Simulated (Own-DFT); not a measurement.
# A layer strained by its substrate: wurtzite GaN, 72 atoms (Ga36N36)

Source: density functional calculations with Own-DFT, an unreviewed in-house program that is no longer used. Nothing was measured or relaxed, and spin and spin-orbit coupling are left out.

Settings: PBE; PseudoDojo norm-conserving scalar-relativistic files (stringent for Ga); cutoff 96 hartree; 4 x 4 x 3 k mesh centred on Gamma; Gaussian smearing of 0.01 eV.

Limits: forces not confirmed at this smearing and k mesh; stress not checked against mesh or cutoff.

Unstrained cell vectors in Å: (9.567, 0.000, 0.000); (-4.783, 8.285, 0.000); (0.000, 0.000, 10.370). The unstrained cell has measured lattice constants (interpolated for alloys), not those of this functional. That, the random moves and any unrelaxed bonds set the pressure at no strain. Each run strains x and y alike by e, as a substrate would, and holds the height along z. Random moves of width 0.05 Å per axis were added to every atom. Stress is positive in tension.

```
e (%),u (Å),(s_xx + s_yy)/2 (GPa),s_zz (GPa)
-2.50,0.054,-21.67,-12.98
-2.25,0.048,-20.05,-10.56
-1.75,0.052,-17.67,-9.05
-1.00,0.052,-12.40,-10.26
-0.50,0.050,-9.45,-8.21
-0.25,0.050,-8.05,-7.71
1.25,0.051,-0.41,-7.57
1.50,0.053,0.40,-5.89
1.75,0.050,?,?
2.25,0.051,3.83,-3.92
```

## Analysis

With e as a fraction, the in-plane stress is -6.8 + 535 e - 2669 e² GPa (errors 7 and 510, scatter 0.32), and s_zz is -7.9 + 144 e GPa (slope ± 23, scatter 1.10). At e = 0 the first slope is C11 + C12 and the second 2 C13, both with the ions held to the strained lattice and at the cell's own pressure. The term in e² is negative: the layer stiffens under compression and softens under tension. A free layer would change its height as e changes, and the in-plane slope would drop by 2 C13²/C33 to the biaxial modulus. At fixed height, a misfit of 1 % moves the in-plane stress by about 5.3 GPa and s_zz by 1.4 GPa.

## Withheld run

The question: what are the two stresses at e = 1.75 %?

The fit gives 1.7 and -5.4 GPa. The hidden result is 0.94 and -4.11 GPa.
